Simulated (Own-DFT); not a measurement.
# Response to strain: 2H SiC, 72 atoms (C36Si36)

Calculated results; nothing here was measured. They come from Own-DFT, an in-house plane-wave density functional program, since retired, whose code no person has reviewed. Each row is one single-point run on a periodic cell that was not relaxed, without spin or spin-orbit coupling.

Settings of every run: PBE; PseudoDojo norm-conserving scalar-relativistic files; cutoff 42 hartree; 4 x 4 x 3 k mesh centred on Gamma; Fermi-Dirac smearing of 0.1 eV.

Known limits: forces on such cells passed a denser k mesh, each cell not checked; stress not checked against mesh or cutoff.

Unstrained cell vectors in Å: (9.248, 0.000, 0.000); (-4.624, 8.009, 0.000); (0.000, 0.000, 10.068). The unstrained cell has measured lattice constants (interpolated for alloys), not those of this functional. That, the random moves and any unrelaxed bonds set the pressure at no strain. Each run strains this cell uniformly, with the atoms carried along. Every atom was also moved at random, by a Gaussian of width 0.05 Å on each axis. Strain is the symmetric tensor, in per cent. Stress is positive in tension, and the pressure is minus a third of its trace.

| run | e_xx (%) | e_yy (%) | e_zz (%) | e_yz (%) | e_xz (%) | e_xy (%) | s_xx (GPa) | s_yy (GPa) | s_zz (GPa) | s_yz (GPa) | s_xz (GPa) | s_xy (GPa) | P (GPa) | E (meV/atom) |
|---|---|---|---|---|---|---|---|---|---|---|---|---|---|---|
| 1 | 0.26 | -1.79 | -1.81 | -1.04 | 0.77 | -0.42 | -5.84 | -15.48 | -18.84 | -2.36 | 3.46 | -2.98 | 13.39 | 24.4 |
| 2 | 0.53 | 0.99 | -1.68 | -0.59 | 0.68 | 0.60 | -3.49 | 1.83 | -17.45 | -1.60 | 3.71 | 3.39 | 6.37 | 36.7 |
| 3 | -0.25 | 1.76 | -0.88 | -1.83 | 1.45 | 1.07 | -5.22 | 4.02 | -12.97 | -6.31 | 4.64 | 5.05 | 4.73 | 48.3 |
| 4 | 0.26 | 1.36 | -0.39 | 0.46 | 1.66 | 1.29 | -1.42 | 3.35 | -11.43 | 1.50 | 6.05 | 5.12 | 3.17 | 26.1 |
| 5 | -0.06 | -0.61 | 1.12 | -0.05 | 0.87 | 0.78 | -5.56 | -8.77 | -0.14 | -0.86 | 2.79 | 5.92 | 4.82 | 19.4 |
| 6 | 1.31 | 0.94 | -1.44 | 0.02 | 1.87 | 1.00 | 3.15 | 2.39 | -15.91 | -0.04 | 5.32 | 4.33 | 3.45 | 17.3 |
| 7 | -0.43 | 0.61 | -1.27 | -1.42 | 0.76 | 0.13 | -5.65 | -1.91 | -16.82 | -5.33 | 2.56 | -0.11 | 8.13 | 22.3 |
| 8 | -0.75 | -1.65 | 1.33 | -0.66 | 0.49 | -1.50 | -9.71 | -14.35 | -0.77 | -2.00 | 1.11 | -8.92 | 8.28 | 14.9 |
| 9 | 1.11 | 1.00 | -1.33 | -1.72 | -1.60 | -1.95 | 1.84 | -0.09 | -13.20 | -6.26 | -4.76 | -6.72 | 3.82 | 28.6 |
| 10 | 0.57 | -0.14 | -0.49 | 0.62 | 0.16 | 1.14 | -1.06 | -5.00 | -11.08 | 1.70 | 1.49 | 5.16 | 5.71 | 17.6 |
| 11 | -1.71 | 0.41 | -1.28 | 1.49 | 1.31 | 1.69 | -13.11 | -3.28 | -19.30 | 3.47 | 5.13 | 7.54 | 11.90 | 37.4 |
| 12 | -0.25 | -0.97 | 0.72 | 1.75 | -0.12 | -0.76 | -7.08 | -9.22 | -3.55 | 5.48 | -0.24 | -4.93 | 6.62 | 10.9 |
| 13 | -1.55 | -0.12 | 0.95 | 0.92 | -0.89 | 1.97 | -13.90 | -6.82 | -2.72 | 3.59 | -2.97 | 10.67 | 7.81 | 29.8 |
| 14 | 0.28 | 0.42 | 1.10 | -1.47 | -0.83 | 0.67 | -3.73 | -0.17 | -1.05 | -4.39 | -2.18 | 4.11 | 1.65 | 15.6 |
| 15 | 0.15 | 0.18 | -0.20 | 0.62 | 0.55 | -0.29 | -1.66 | -4.01 | -9.34 | 1.93 | 1.56 | -1.84 | 5.00 | 0.0 |
| 16 | 1.14 | 0.35 | -1.26 | -1.09 | 1.09 | -0.98 | 0.75 | -1.39 | -16.48 | -4.51 | 3.40 | -5.91 | 5.70 | 41.1 |
| 17 | -1.48 | -0.02 | -0.31 | 1.57 | 1.93 | -1.30 | ? | ? | ? | ? | ? | ? | ? | ? |

E is the free energy for each atom above the lowest run shown.

## Worked fit

Each stress component was fitted by least squares to a constant and the strains of the runs shown, as fractions, with shears doubled. Shear strains stay in the fit of a normal stress only where such slopes are resolved. The slopes, in GPa:

```
stress,at no strain,per e_xx,per e_yy,per e_zz,scatter
s_xx,-4.8,523 ± 37,89 ± 32,15 ± 30,1.13
s_yy,-4.6,88 ± 31,570 ± 27,32 ± 26,0.96
s_zz,-8.0,117 ± 35,3 ± 30,643 ± 29,1.07
```

Each shear stress against twice its own strain: yz 154 ± 9, xz 148 ± 10, xy 263 ± 18 GPa. These are stiffnesses along x, y and z of the frame in which the cell vectors are given, which need not be the crystal's axes. The atoms are held to the strained lattice; where symmetry lets them move under strain, relaxing them would lower some slopes. The table should be nearly symmetric about its diagonal, and what it lacks of that shows the noise. A ninth of its sum, 231 ± 6 GPa, estimates the bulk modulus near the mean pressure of these runs, 6.3 GPa, so it lies above the value at zero pressure.

## Withheld run

Question: what normal stresses and pressure should run 17 give?

The fit gives s_xx = -12.6, s_yy = -6.1, s_zz = -11.8 and P = 10.1 GPa. The calculation gave -14.79, -5.24, -9.59 and P = 9.87 GPa.
